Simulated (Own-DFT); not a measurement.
# How strain changes the stress of diamond germanium, 64 atoms (Ge64)

Source: density functional calculations with Own-DFT, an unreviewed in-house program that is no longer used. Nothing was measured or relaxed, and spin and spin-orbit coupling are left out.

Method: PBE; PseudoDojo norm-conserving scalar-relativistic files; cutoff 42 hartree; 3 x 3 x 3 k mesh centred on Gamma; Fermi-Dirac smearing of 0.1 eV.

Limits: forces on such cells moved up to 12 meV/angstrom on a denser k mesh; stress not checked against mesh or cutoff.

Unstrained cell vectors in Å: (11.316, 0.000, 0.000); (0.000, 11.316, 0.000); (0.000, 0.000, 11.316). The unstrained cell has measured lattice constants (interpolated for alloys), not those of this functional. That, the random moves and any unrelaxed bonds set the pressure at no strain. Each run strains this cell uniformly, with the atoms carried along. Each atom got a random Gaussian move of width 0.08 Å along each axis. Strain is the symmetric tensor, in per cent. Stress is positive in tension, and the pressure is minus a third of its trace.

```
run  e_xx (%)  e_yy (%)  e_zz (%)  e_yz (%)  e_xz (%)  e_xy (%)  s_xx (GPa)  s_yy (GPa)  s_zz (GPa)  s_yz (GPa)  s_xz (GPa)  s_xy (GPa)  P (GPa)  E (meV/atom)
  1      0.02      1.65      0.30      2.09      1.71     -3.25       -5.27       -4.22       -5.07        3.30        2.19       -6.70     4.86          58.9
  2      1.66     -2.92      4.60     -2.62      4.52      3.99       -4.72       -6.27       -2.55       -5.35        7.48        6.76     4.51          96.7
  3      2.65     -4.53      0.57     -1.54      4.24     -3.09       -5.81       -9.51       -7.57       -0.58        7.71       -6.22     7.63          85.4
  4     -2.68     -2.75     -0.44     -0.22     -0.64     -2.91      -11.50      -12.05      -10.23        0.84       -0.94       -6.21    11.26         112.5
  5      2.35     -0.05      2.06     -0.59      2.43      0.11       -1.95       -3.16       -2.07       -0.64        3.13        0.15     2.40           0.0
  6      3.79     -1.37     -0.14      4.36      4.73     -2.73       -4.50       -6.66       -6.49        8.23        8.44       -6.45     5.88         134.9
  7      4.13     -0.82      4.25      0.00     -3.12     -2.07       -0.02       -2.58        0.18       -0.60       -4.12       -2.94     0.81          13.0
  8     -4.95     -4.33     -4.15     -1.05      2.73      4.63      -22.84      -22.16      -21.92       -4.56        8.53       14.37    22.31         339.8
  9     -1.08      0.33     -4.33      2.92      1.36     -4.70      -11.39      -10.88      -13.23        7.45        5.27      -10.42    11.83         169.6
 10     -3.30      3.83     -4.11     -3.66      3.33      0.10      -12.40       -7.61      -12.49       -8.60        8.73        3.46    10.83         197.8
 11     -2.76      3.39      0.95     -0.74      0.41      2.42       -5.95       -2.40       -4.12       -1.62        0.50        4.06     4.16          11.6
 12      4.69     -1.69      3.37     -1.48     -1.94      3.27       -0.36       -3.67       -1.39       -1.64       -1.47        4.29     1.81          41.2
 13     -3.96      3.40      1.37     -4.25      3.32      4.69       -8.77       -5.99       -6.60       -8.36        7.04        9.13     7.12         149.0
 14      4.38      1.03      2.53     -4.47      1.41      1.67        0.38       -1.66       -1.00       -6.13        3.28        2.85     0.76          16.7
 15      0.37      4.13      2.30     -0.77      2.69     -3.96       -2.78       -0.42       -1.54       -0.73        2.92       -5.53     1.58          29.2
 16     -2.36     -3.25      4.67      4.81     -0.94      0.00       -8.76       -9.39       -4.49        8.96       -2.34        0.30     7.55         103.5
 17     -0.03     -3.11      3.56      2.60      4.58      0.26       -7.28       -8.02       -5.12        5.30        8.43       -0.86     6.81         114.3
 18      0.04     -2.07      4.40     -3.84      4.43      0.94           ?           ?           ?           ?           ?           ?        ?             ?
```

E is the free energy for each atom above the lowest run shown.

## Worked fit

Least squares on the runs shown: each stress against a constant and the strains, taken as fractions with shears doubled. Shear strains stay in the fit of a normal stress only where such slopes are resolved. The slopes, in GPa:

| stress | at no strain | per e_xx | per e_yy | per e_zz | scatter |
|---|---|---|---|---|---|
| s_xx | -7.4 | 124 ± 11 | 81 ± 10 | 84 ± 12 | 1.17 |
| s_yy | -7.3 | 74 ± 10 | 132 ± 10 | 82 ± 11 | 1.12 |
| s_zz | -7.4 | 66 ± 10 | 77 ± 9 | 140 ± 10 | 1.06 |

The slope of each shear stress on twice its own strain, from a fit on all six strains: yz 86 ± 8, xz 77 ± 5, xy 96 ± 11 GPa. These are stiffnesses along x, y and z of the frame in which the cell vectors are given, which need not be the crystal's axes. These are clamped-ion slopes: internal relaxation, where symmetry allows it, would soften some. Symmetry asks for nearly equal slopes across the diagonal; the mismatch is a measure of noise. A ninth of the table's sum, 95 ± 5 GPa, estimates the bulk modulus near the mean pressure of these runs, 6.6 GPa, so it lies above the value at zero pressure.

## Prediction

Asked: what normal stresses and pressure should run 18 give?

The fitted form gives s_xx = -5.3, s_yy = -6.4, s_zz = -2.9 and P = 4.9 GPa. The calculation gave -5.35, -6.68, -3.54 and P = 5.19 GPa.
